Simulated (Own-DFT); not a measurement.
# How strain changes the stress of fcc Cu, 16 atoms (Cu16)

These are calculations, not measurements. The program, named Own-DFT, is a retired in-house plane-wave density functional code that no person has reviewed. Each row is one single-point run on a periodic cell that was not relaxed, without spin or spin-orbit coupling.

Settings of every run: PBE; PseudoDojo norm-conserving scalar-relativistic files; cutoff 50 hartree; 7 x 7 x 5 k mesh centred on Gamma; cold (Marzari-Vanderbilt) smearing of 0.2 eV.

Known limits: forces on such cells failed a check on a denser k mesh; stress not checked against mesh or cutoff.

Unstrained cell vectors in Å: (3.615, 3.615, 0.000); (-3.615, 3.615, 0.000); (0.000, 0.000, 7.230). The unstrained cell has measured lattice constants (interpolated for alloys), not those of this functional. That, the random moves and any unrelaxed bonds set the pressure at no strain. Each run strains this cell uniformly, with the atoms carried along. Every atom was also moved at random, by a Gaussian of width 0.05 Å on each axis. Strain is the symmetric tensor, in per cent. Stress is positive in tension, and the pressure is minus a third of its trace.

```
run  e_xx (%)  e_yy (%)  e_zz (%)  e_yz (%)  e_xz (%)  e_xy (%)  s_xx (GPa)  s_yy (GPa)  s_zz (GPa)  s_yz (GPa)  s_xz (GPa)  s_xy (GPa)  P (GPa)  E (meV/atom)
  1      1.60     -1.83      0.46     -1.49     -0.35      1.44       -2.35       -5.11       -2.91       -2.86       -0.44        2.88     3.46          25.7
  2      1.09      0.78      0.42      0.51      1.02      0.91        0.71        0.66        0.78        0.90        1.52        1.37    -0.72           0.0
  3      0.45      1.10     -0.06      0.54     -1.89     -0.98       -1.58       -0.50       -1.24        1.11       -3.80       -1.57     1.11          13.9
  4      1.70      1.12      1.44      1.55     -0.72      1.34        3.23        2.11        3.25        2.36       -1.26        1.69    -2.86          12.6
  5      0.50     -1.52     -0.09      1.05     -1.91     -1.69       -4.31       -5.40       -4.54        1.98       -3.14       -2.89     4.75          12.4
  6     -0.57      1.32     -0.85     -1.54     -1.91      1.93       -4.50       -2.85       -3.81       -2.58       -3.91        3.36     3.72          20.9
  7      0.43     -1.36     -1.04     -0.27     -1.71      1.37       -5.36       -6.62       -6.00       -0.64       -3.02        2.44     6.00          10.2
  8      0.15     -0.05     -1.04     -1.18      1.57     -1.64       -4.43       -4.48       -5.21       -2.34        3.06       -2.50     4.71          16.0
  9      0.82     -0.70      1.96     -1.47      1.11      1.25        0.52       -0.49        1.01       -2.22        1.43        1.84    -0.35           2.1
 10      0.82     -1.16     -1.75      1.44     -1.61     -1.83       -5.64       -7.28       -7.03        3.23       -3.34       -3.22     6.65          20.1
 11     -1.90      1.52     -0.97     -1.83      1.98      0.11       -6.56       -3.68       -5.88       -2.89        4.11        0.08     5.37          16.9
 12     -0.95     -0.92      0.96      1.52      0.72     -0.66       -4.46       -4.92       -3.45        2.53        1.20       -1.44     4.28           8.6
 13     -1.04      0.05      0.49     -0.77     -0.82     -1.21       -4.40       -4.18       -3.82       -1.13       -1.42       -2.19     4.13          18.0
 14      1.78     -0.86     -0.53     -1.15     -0.52     -0.80       -1.32       -3.30       -2.07       -2.50       -0.76       -1.29     2.23           5.3
 15      1.19      0.53      0.64     -0.93     -1.46      0.41        0.45        0.08        0.63       -1.70       -2.34        0.54    -0.39           8.8
 16      1.05      0.73     -0.84     -0.64      0.91      1.38           ?           ?           ?           ?           ?           ?        ?             ?
```

E is the free energy for each atom above the lowest run shown.

## Worked fit

Each stress component was fitted by least squares to a constant and the strains of the runs shown, as fractions, with shears doubled. Shear strains stay in the fit of a normal stress only where such slopes are resolved. The slopes, in GPa:

```
stress,at no strain,per e_xx,per e_yy,per e_zz,scatter
s_xx,-3.3,186 ± 9,112 ± 8,149 ± 9,0.33
s_yy,-3.3,115 ± 13,194 ± 12,135 ± 13,0.48
s_zz,-3.1,145 ± 10,130 ± 9,193 ± 10,0.37
```

Each shear stress against twice its own strain: yz 89 ± 5, xz 92 ± 5, xy 84 ± 2 GPa. These are stiffnesses along x, y and z of the frame in which the cell vectors are given, which need not be the crystal's axes. The atoms are held to the strained lattice; where symmetry lets them move under strain, relaxing them would lower some slopes. The table should be nearly symmetric about its diagonal, and what it lacks of that shows the noise. A ninth of its sum, 151 ± 5 GPa, estimates the bulk modulus near the mean pressure of these runs, 2.8 GPa, so it lies above the value at zero pressure.

## Withheld run

Question: what normal stresses and pressure should run 16 give?

The fit gives s_xx = -1.8, s_yy = -1.8, s_zz = -2.3 and P = 2.0 GPa. The calculation gave -1.03, -1.35, -1.85 and P = 1.41 GPa.
